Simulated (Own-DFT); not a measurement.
# Response to strain: wurtzite GaN, 72 atoms (Ga36N36)

These are calculations, not measurements. The program, named Own-DFT, is a retired in-house plane-wave density functional code that no person has reviewed. Each row is one single-point run on a periodic cell that was not relaxed, without spin or spin-orbit coupling.

Settings of every run: PBE; PseudoDojo norm-conserving scalar-relativistic files (stringent for Ga); cutoff 96 hartree; 4 x 4 x 3 k mesh centred on Gamma; Gaussian smearing of 0.01 eV.

Known limits: forces not confirmed at this smearing and k mesh; stress not checked against mesh or cutoff.

Unstrained cell vectors in Å: (9.567, 0.000, 0.000); (-4.783, 8.285, 0.000); (0.000, 0.000, 10.370). The unstrained cell has measured lattice constants (interpolated for alloys), not those of this functional. That, the random moves and any unrelaxed bonds set the pressure at no strain. Each run strains this cell uniformly, with the atoms carried along. Every atom was also moved at random, by a Gaussian of width 0.05 Å on each axis. Strain is the symmetric tensor, in per cent. Stress is positive in tension, and the pressure is minus a third of its trace.

| run | e_xx (%) | e_yy (%) | e_zz (%) | e_yz (%) | e_xz (%) | e_xy (%) | s_xx (GPa) | s_yy (GPa) | s_zz (GPa) | s_yz (GPa) | s_xz (GPa) | s_xy (GPa) | P (GPa) | E (meV/atom) |
|---|---|---|---|---|---|---|---|---|---|---|---|---|---|---|
| 1 | -0.48 | 0.68 | 0.27 | 1.76 | 0.41 | -0.40 | -7.97 | -4.57 | -6.71 | 3.40 | 0.96 | -1.07 | 6.41 | 19.3 |
| 2 | 0.14 | -0.37 | 0.41 | 1.98 | 1.91 | -0.12 | -7.29 | -6.66 | -6.27 | 4.86 | 4.74 | -1.63 | 6.74 | 9.7 |
| 3 | -0.57 | 0.03 | -0.36 | -1.89 | 1.26 | 1.93 | -9.20 | -8.67 | -9.28 | -3.54 | 2.20 | 5.58 | 9.05 | 22.1 |
| 4 | 0.21 | 1.26 | -0.95 | 1.69 | -1.81 | 0.87 | -4.83 | -1.61 | -12.49 | 3.40 | -4.15 | 2.80 | 6.31 | 20.0 |
| 5 | 1.12 | 0.54 | -0.30 | -0.61 | -1.31 | 0.37 | -2.83 | -3.58 | -6.96 | -1.88 | -3.40 | -0.20 | 4.46 | 3.8 |
| 6 | -0.06 | 1.73 | 1.92 | -1.01 | 0.22 | 1.21 | -4.00 | 0.55 | 0.92 | -2.61 | 1.61 | 5.22 | 0.85 | 11.9 |
| 7 | 1.36 | 0.51 | 0.33 | -1.97 | -0.25 | -1.43 | -1.17 | -3.10 | -5.59 | -3.76 | -0.61 | -3.14 | 3.29 | 15.0 |
| 8 | 0.00 | -1.58 | -0.99 | 0.92 | -1.13 | 1.67 | -9.32 | -16.40 | -12.12 | 1.54 | -1.69 | 5.96 | 12.61 | 33.7 |
| 9 | 0.78 | 1.12 | 1.31 | 1.54 | -0.09 | 0.24 | -1.68 | -0.68 | -0.60 | 2.89 | -0.11 | 0.18 | 0.99 | 0.0 |
| 10 | -0.51 | 0.64 | -1.98 | -0.96 | 0.47 | 1.18 | -10.14 | -4.99 | -20.87 | -2.36 | 0.88 | 4.50 | 12.00 | 45.1 |
| 11 | 1.98 | 0.60 | -1.63 | -1.41 | 0.93 | 1.14 | 1.26 | -3.97 | -13.75 | -3.16 | 2.28 | 3.53 | 5.49 | 12.9 |
| 12 | -0.03 | -0.63 | -1.22 | -0.18 | -0.77 | -1.13 | -10.27 | -10.47 | -13.27 | 0.52 | -1.13 | -5.18 | 11.34 | 33.2 |
| 13 | 1.96 | -0.98 | -0.88 | 1.80 | 1.08 | 1.43 | -1.56 | -9.28 | -10.01 | 3.38 | 2.72 | 3.70 | 6.95 | 14.3 |
| 14 | -0.09 | -1.47 | -0.93 | -0.91 | 1.55 | 1.20 | -9.23 | -15.51 | -13.22 | -2.93 | 3.15 | 4.02 | 12.65 | 32.7 |
| 15 | -1.81 | 1.42 | 0.47 | 1.24 | 0.91 | 0.97 | -11.52 | -2.10 | -7.00 | 2.16 | 1.46 | 3.43 | 6.87 | 11.8 |
| 16 | 1.46 | -1.82 | 1.30 | -0.84 | -1.33 | 1.75 | -3.72 | -12.67 | -1.36 | -0.93 | -3.42 | 5.27 | 5.92 | 26.4 |
| 17 | 0.70 | 0.87 | -0.51 | 1.01 | -1.85 | 0.71 | ? | ? | ? | ? | ? | ? | ? | ? |

E is the free energy for each atom above the lowest run shown.

## Worked fit

Each stress component was fitted by least squares to a constant and the strains of the runs shown, as fractions, with shears doubled. Shear strains stay in the fit of a normal stress only where such slopes are resolved. The slopes, in GPa:

```
stress,at no strain,per e_xx,per e_yy,per e_zz,scatter
s_xx,-7.2,386 ± 18,141 ± 17,55 ± 16,0.68
s_yy,-7.2,114 ± 25,457 ± 24,55 ± 23,0.96
s_zz,-8.0,101 ± 29,3 ± 27,493 ± 26,1.10
```

Each shear stress against twice its own strain: yz 102 ± 6, xz 112 ± 7, xy 166 ± 13 GPa. These are stiffnesses along x, y and z of the frame in which the cell vectors are given, which need not be the crystal's axes. The atoms are held to the strained lattice; where symmetry lets them move under strain, relaxing them would lower some slopes. The table should be nearly symmetric about its diagonal, and what it lacks of that shows the noise. A ninth of its sum, 201 ± 5 GPa, estimates the bulk modulus near the mean pressure of these runs, 7.0 GPa, so it lies above the value at zero pressure.

## Withheld run

Question: what normal stresses and pressure should run 17 give?

The fit gives s_xx = -3.5, s_yy = -2.7, s_zz = -9.8 and P = 5.4 GPa. The calculation gave -4.42, -2.09, -10.30 and P = 5.60 GPa.
